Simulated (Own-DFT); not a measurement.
# One host, several defects: zincblende InP

No measurement is shown. These are fixed-geometry runs of a retired plane-wave code named Own-DFT, which no person has reviewed; spin and spin-orbit coupling are neglected.

Settings: PBE; PseudoDojo norm-conserving scalar-relativistic files; cutoff 36 hartree; 2 x 3 x 3 k mesh centred on Gamma; Fermi-Dirac smearing of 0.1 eV.

Caveats (not all hold for every row): not probed for a lower state with spin; forces on such cells failed a check on a denser k mesh; forces not confirmed at this smearing and k mesh; stress not checked against mesh or cutoff.

All runs share one cell, with vectors in Å (17.606, 0.000, 0.000); (0.000, 11.737, 0.000); (0.000, 0.000, 11.737) and a volume of 2425.5 Å³. The atoms are randomly displaced, by u rms on each axis. The defect's site can differ from row to row.

| cell | formula | u (Å) | P (GPa) |
|---|---|---|---|
| no defect | In48P48 | 0.0194 | 3.20 |
| no defect | In48P48 | 0.0494 | 3.60 |
| no defect | In48P48 | 0.0516 | 3.58 |
| two P vacancies | In48P46 | 0.0496 | 3.35 |
| two P vacancies | In48P46 | 0.0514 | 3.34 |
| two P vacancies | In48P46 | 0.0520 | ? |
| two P vacancies | In48P46 | 0.0522 | 3.31 |
| one In on a P site and one P on an In site | In48P48 | 0.0282 | 3.49 |
| one In on a P site and one P on an In site | In48P48 | 0.0297 | 3.49 |
| one In on a P site and one P on an In site | In48P48 | 0.0522 | 3.86 |
| one In on a P site | In49P47 | 0.0319 | 3.88 |
| one In on a P site | In49P47 | 0.0471 | 4.13 |
| one In on a P site | In49P47 | 0.0519 | 4.25 |
| one P on an In site | In47P49 | 0.0302 | 3.15 |
| one P on an In site | In47P49 | 0.0314 | 3.18 |
| one P on an In site | In47P49 | 0.0481 | 3.46 |

## What the rows give

P = P0 + c u² + a shift for each defect gives P0 = 3.11 GPa, c = 195 ± 11 GPa/Å² and a scatter of 0.03 GPa. The shifts, and each times the cell's volume:

- one In on a P site: 0.59 ± 0.03 GPa, 9.0 eV
- one In on a P site and one P on an In site: 0.22 ± 0.03 GPa, 3.4 eV
- one P on an In site: -0.12 ± 0.03 GPa, -1.7 eV
- two P vacancies: -0.28 ± 0.03 GPa, -4.2 eV (-2.1 eV for each of its 2 sites)

A positive shift means that the defect pushes the cell outwards. Shift times volume (160.2 GPa Å³ is 1 eV) depends little on the cell's size, so, taken for each site, it can be compared between cells at like pressure. The atoms around the defects weren't relaxed, which would change these numbers.

## Check

The question: what pressure belongs in the blank (two P vacancies, u = 0.0520 Å)?

From the fit: 3.35 ± 0.04 GPa. Computed: 3.46 GPa.
